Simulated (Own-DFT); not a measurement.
# How HSE06 shifts the pressure of monoclinic HfO2, 94 atoms (Hf32O62), with two O vacancies

All values are computed. Each geometry was run twice at fixed positions with Own-DFT, a retired in-house plane-wave program that no person has reviewed: with PBE, and with HSE06 (exact exchange share 0.25 at short range, screening 0.11 per bohr, Gygi-Baldereschi treatment of its divergence). Both used PseudoDojo norm-conserving files made for PBE, a cutoff of 48 hartree, the Gamma point alone, fixed occupations, a neutral cell and no spin. With Gamma alone and a thickness of 10.1 Å, finite-size errors remain in every number. The hafnium file keeps the 4f electrons in the core, and its forces lie about 75 meV/Å off all-electron values. The oxygen file's force components were 24 meV/Å off all-electron values in a glass.

Unstrained cell vectors in Å: (10.234, 0.000, 0.000); (0.000, 10.350, 0.000); (-1.695, 0.000, 10.445), volume V0 = 1106.4 Å³, from measured lattice constants. Each geometry has its own random strain of a few per cent, its own defect sites and random moves of rms u per axis. HSE06 gave the energy alone. D is its energy less that of PBE, over the lowest D shown. The PBE stress wasn't checked against mesh or cutoff.

| run | V - V0 (Å³) | u (Å) | P with PBE (GPa) | D (eV) |
|---|---|---|---|---|
| 1 | -19.3 | 0.0293 | 8.65 | 0.787 |
| 2 | -10.9 | 0.0293 | 6.68 | 1.003 |
| 3 | -21.5 | 0.0291 | 8.95 | 0.720 |
| 4 | -15.2 | 0.0311 | 7.35 | 0.933 |
| 5 | 1.0 | 0.0313 | 4.54 | 1.305 |
| 6 | -51.9 | 0.0312 | 17.37 | 0.000 |
| 7 | -5.2 | 0.0298 | 4.88 | 1.140 |
| 8 | -7.9 | 0.0464 | 6.29 | 1.310 |
| 9 | 22.8 | 0.0325 | -0.28 | 1.858 |
| 10 | -14.0 | 0.0513 | 8.75 | 1.211 |
| 11 | -14.5 | 0.0308 | 7.48 | ? |

## Worked fit

D = 1.12 + 0.0247 (V - V0) + 172 u² eV, with an error of 0.0002 on the volume slope, 7 on the last term and a scatter of 0.01 eV. Pressure is -dE/dV, and 1 eV/Å³ is 160.2 GPa, so HSE06 changes the pressure by -4.0 ± 0.04 GPa. With the ions held to the strained lattice, the PBE pressure falls by 261 ± 12 GPa per unit of volume strain; the shape of the strain isn't fitted, so the true error is larger, and a relaxed crystal would be softer. On that slope HSE06's volume at a given pressure is about 1.5 % smaller, or 0.5 % in lengths. At u = 0 and V0 the PBE pressure is 3.8 GPa, which puts the zero-pressure volume, against the measured cell and with the defects in, at +1.4 % for PBE and -0.1 % for HSE06, each good to a few tenths of a per cent.

## The run left out

The question: what D should run 11 give?

The fit gives 0.92 eV, with rows scattering by 0.01. DFT gave 0.969 eV. This run lies off the fit, by chance or by something that the fit leaves out.
